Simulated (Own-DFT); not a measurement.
## Calculated data, Si3Ge (diamond lattice with Si and Ge gathered in clusters, atoms displaced)

A calculation, not a measurement: plane-wave density functional theory by an unreviewed code, no spin, of a simulated periodic cell, stress positive in tension, run twice, with PBE and with PBEsol, both on files made for PBE, so the change isn't that of files made for PBEsol; forces on such cells passed a denser k mesh, this cell's mesh not checked; the far tail of each file's local potential was reset to the Coulomb form; each entry is a single point on an unrelaxed cell, so the pressure reflects the starting lattice, mostly measured values (interpolated for alloys), from which strain is counted, and rises with the displacements; printed positions are rounded, which can move forces by about a meV/angstrom; the program, named Own-DFT, is a retired in-house code; no spin-orbit coupling; stress was not checked against mesh or cutoff. Program: Own-DFT development build.

Entry: Si3Ge (diamond lattice with Si and Ge gathered in clusters, atoms displaced)

```cif
# cell vector a (Å): 10.9755 0.0000 0.0000
# cell vector b (Å): 0.0000 10.9755 0.0000
# cell vector c (Å): 0.0000 0.0000 10.9755
data_Si3Ge
_symmetry_space_group_name_H-M 'P 1'
_symmetry_Int_Tables_number 1
_cell_length_a 10.9755
_cell_length_b 10.9755
_cell_length_c 10.9755
_cell_angle_alpha 90.000
_cell_angle_beta 90.000
_cell_angle_gamma 90.000
_cell_volume 1322.13
loop_
_atom_site_label
_atom_site_type_symbol
_atom_site_fract_x
_atom_site_fract_y
_atom_site_fract_z
_atom_site_occupancy
Si1 Si 0.99758 0.00493 0.00653 1
Si2 Si 0.99548 0.24967 0.24546 1
Si3 Si 0.25790 0.00278 0.24936 1
Si4 Si 0.25434 0.25762 0.99788 1
Si5 Si 0.12091 0.11701 0.12415 1
Si6 Si 0.12299 0.37710 0.36976 1
Si7 Si 0.37009 0.12532 0.37924 1
Si8 Si 0.36892 0.37607 0.11947 1
Si9 Si 0.99924 0.99230 0.50151 1
Si10 Si 0.99977 0.25396 0.74531 1
Si11 Si 0.24738 0.99878 0.75332 1
Si12 Si 0.25325 0.24659 0.50218 1
Si13 Si 0.12798 0.12347 0.63376 1
Si14 Si 0.12446 0.37165 0.88039 1
Si15 Si 0.36852 0.12860 0.87218 1
Ge1 Ge 0.38007 0.37522 0.62534 1
Si16 Si 0.00658 0.49518 0.99954 1
Si17 Si 0.99834 0.74254 0.24871 1
Si18 Si 0.24592 0.50502 0.24857 1
Si19 Si 0.24843 0.74843 0.00700 1
Si20 Si 0.11256 0.62182 0.11798 1
Si21 Si 0.12409 0.87122 0.36415 1
Ge2 Ge 0.37567 0.62381 0.36769 1
Si22 Si 0.37236 0.87809 0.11969 1
Si23 Si 0.00394 0.49918 0.49774 1
Si24 Si 0.99461 0.74596 0.74162 1
Si25 Si 0.24953 0.50626 0.75708 1
Si26 Si 0.24914 0.75195 0.49479 1
Si27 Si 0.12542 0.62668 0.63119 1
Si28 Si 0.11092 0.87442 0.87967 1
Ge3 Ge 0.38279 0.62408 0.87928 1
Ge4 Ge 0.37568 0.87576 0.61932 1
Si29 Si 0.50284 0.00486 0.00269 1
Si30 Si 0.50370 0.25722 0.24902 1
Si31 Si 0.75373 0.99766 0.25070 1
Si32 Si 0.74849 0.24926 0.99800 1
Si33 Si 0.62458 0.13189 0.12998 1
Ge5 Ge 0.62558 0.36401 0.38281 1
Si34 Si 0.88452 0.13158 0.37375 1
Si35 Si 0.87691 0.36826 0.12912 1
Si36 Si 0.50596 0.99512 0.50707 1
Si37 Si 0.49288 0.25593 0.74939 1
Si38 Si 0.74442 0.98929 0.74687 1
Si39 Si 0.75378 0.25479 0.50639 1
Si40 Si 0.62226 0.12384 0.60955 1
Ge6 Ge 0.62936 0.37299 0.87364 1
Si41 Si 0.87201 0.13252 0.88783 1
Ge7 Ge 0.87719 0.37269 0.62648 1
Si42 Si 0.49870 0.50466 0.00014 1
Si43 Si 0.49474 0.75544 0.25869 1
Si44 Si 0.75280 0.51190 0.24845 1
Si45 Si 0.74790 0.75402 0.00375 1
Si46 Si 0.62348 0.63639 0.12562 1
Ge8 Ge 0.61929 0.87395 0.37317 1
Ge9 Ge 0.87476 0.62814 0.36743 1
Si47 Si 0.87376 0.87606 0.12135 1
Ge10 Ge 0.50184 0.50524 0.50195 1
Ge11 Ge 0.50088 0.75212 0.74564 1
Ge12 Ge 0.74410 0.50891 0.74986 1
Ge13 Ge 0.75392 0.74960 0.50491 1
Ge14 Ge 0.62454 0.62366 0.62997 1
Ge15 Ge 0.62408 0.87748 0.86947 1
Ge16 Ge 0.88011 0.62670 0.86756 1
Si48 Si 0.87599 0.87264 0.63245 1
```

| Quantity | Value |
| --- | --- |
| functional | PBE, then PBEsol |
| potential files | PseudoDojo norm-conserving, scalar-relativistic, standard set |
| wave cutoff | 42 hartree |
| occupations | Fermi-Dirac |
| smearing width | 0.1 eV |
| k mesh | 3 x 3 x 3 centred on Gamma |

## Withheld values
1. Si3Ge (diamond lattice with Si and Ge gathered in clusters, atoms displaced): rms change of force components from PBE to PBEsol?
2. Give the table of force values for Si3Ge (diamond lattice with Si and Ge gathered in clusters, atoms displaced).

Answers
1. 0.044 eV/Å
2. 
Force:
```csv
force element,PBE force x (eV/Å),PBE force y (eV/Å),PBE force z (eV/Å),PBEsol force x (eV/Å),PBEsol force y (eV/Å),PBEsol force z (eV/Å)
Si,-0.618,-0.607,-0.908,-0.616,-0.595,-0.899
Si,1.588,-0.273,0.306,1.589,-0.272,0.291
Si,-1.066,-0.274,-0.153,-1.044,-0.265,-0.148
Si,-1.104,-1.727,0.154,-1.095,-1.717,0.161
Si,1.395,1.534,0.587,1.391,1.519,0.584
Si,0.51,-0.655,0.426,0.503,-0.66,0.415
Si,1.591,-0.151,-0.256,1.594,-0.154,-0.249
Si,1.025,0.973,1.16,1.014,0.968,1.153
Si,0.541,0.751,-0.147,0.536,0.734,-0.144
Si,0.419,-1.079,1.744,0.351,-1.008,1.666
Si,-0.224,-0.473,0.501,-0.171,-0.531,0.46
Si,-1.16,0.527,-0.066,-1.109,0.58,-0.009
Si,-0.445,-0.098,-1.179,-0.442,-0.095,-1.171
Si,0.284,0.469,-1.234,0.279,0.45,-1.234
Si,0.798,-0.308,0.412,0.788,-0.312,0.404
Ge,-1.63,0.867,-0.093,-1.546,0.896,-0.134
Si,-1.594,-0.623,-0.298,-1.633,-0.586,-0.34
Si,0.308,1.475,-1.164,0.239,1.401,-1.089
Si,-0.486,-0.737,-0.943,-0.426,-0.665,-0.883
Si,-0.693,0.205,-0.786,-0.642,0.156,-0.815
Si,1.594,0.53,1.008,1.57,0.527,0.994
Si,0.235,0.382,0.611,0.231,0.385,0.585
Ge,-0.621,0.102,0.89,-0.562,0.067,0.919
Si,0.595,-0.072,0.67,0.596,-0.078,0.651
Si,-0.033,0.345,0.104,-0.12,0.351,0.114
Si,1.238,0.879,0.759,1.172,0.803,0.803
Si,-0.225,-0.953,-0.195,-0.128,-0.935,-0.176
Si,-0.612,-0.431,0.066,-0.513,-0.429,0.071
Si,0.467,-0.229,-1.157,0.467,-0.231,-1.147
Si,1.066,-0.309,-0.43,1.038,-0.32,-0.426
Ge,-1.316,0.9,-0.377,-1.245,0.914,-0.419
Ge,-0.983,0.131,0.528,-0.908,0.081,0.554
Si,-0.546,0.407,-0.412,-0.49,0.363,-0.451
Si,-1.611,-0.809,-0.083,-1.552,-0.738,-0.019
Si,-0.062,0.932,0.024,-0.102,0.879,0.074
Si,-0.18,0.486,1.493,-0.243,0.549,1.432
Si,0.431,-0.809,-0.235,0.434,-0.801,-0.225
Ge,0.546,2.021,-0.852,0.497,2.014,-0.79
Si,-1.226,-1.092,0.952,-1.214,-1.076,0.951
Si,-0.997,1.601,-1.011,-1,1.588,-1.002
Si,-1.173,0.792,-1.816,-1.176,0.656,-1.8
Si,1.333,-1.749,0.205,1.322,-1.626,0.185
Si,1.013,2.616,-0.293,0.931,2.539,-0.234
Si,0.388,-1.752,-0.853,0.393,-1.616,-0.833
Si,0.755,0.725,2.427,0.75,0.739,2.404
Ge,-1.053,0.318,0.313,-0.997,0.363,0.256
Si,0.613,-1.255,-2.212,0.616,-1.248,-2.2
Ge,-0.159,1.492,-0.155,-0.197,1.497,-0.127
Si,1.094,-0.994,1.106,1.076,-0.966,0.998
Si,-0.041,-0.071,-2.324,-0.041,-0.07,-2.185
Si,-1.056,-1.956,-0.722,-1.018,-1.906,-0.63
Si,0.417,-0.125,-0.899,0.406,-0.123,-0.984
Si,-0.468,-0.672,0.424,-0.481,-0.658,0.423
Ge,1.215,0.541,0.619,1.216,0.49,0.645
Ge,0.452,-0.525,1.696,0.401,-0.478,1.704
Si,0.233,-0.231,0.784,0.24,-0.236,0.774
Ge,-0.108,-0.684,-0.66,-0.103,-0.674,-0.624
Ge,-0.634,-0.033,0.542,-0.6,-0.035,0.528
Ge,1.407,-1.716,0.524,1.36,-1.658,0.51
Ge,-0.279,0.311,-0.373,-0.313,0.259,-0.396
Ge,-0.231,1.002,-1.302,-0.225,0.969,-1.26
Ge,-0.3,-0.267,1.573,-0.339,-0.317,1.487
Ge,-0.482,-0.2,1.911,-0.525,-0.235,1.817
Si,-0.135,0.626,-0.935,-0.188,0.576,-0.971
```

Further results for Si3Ge (diamond lattice with Si and Ge gathered in clusters, atoms displaced):

| Property | Result |
| --- | --- |
| PBE pressure | 3.03 GPa |
| PBE stress xx | -3.11 GPa |
| PBE stress yy | -3.03 GPa |
| PBE stress zz | -2.97 GPa |
| PBE stress yz | -0.22 GPa |
| PBE stress xz | -0.76 GPa |
| PBE stress xy | -0.53 GPa |
| PBEsol pressure | 1.24 GPa |
| PBEsol stress xx | -1.31 GPa |
| PBEsol stress yy | -1.24 GPa |
| PBEsol stress zz | -1.17 GPa |
| PBEsol stress yz | -0.25 GPa |
| PBEsol stress xz | -0.74 GPa |
| PBEsol stress xy | -0.52 GPa |
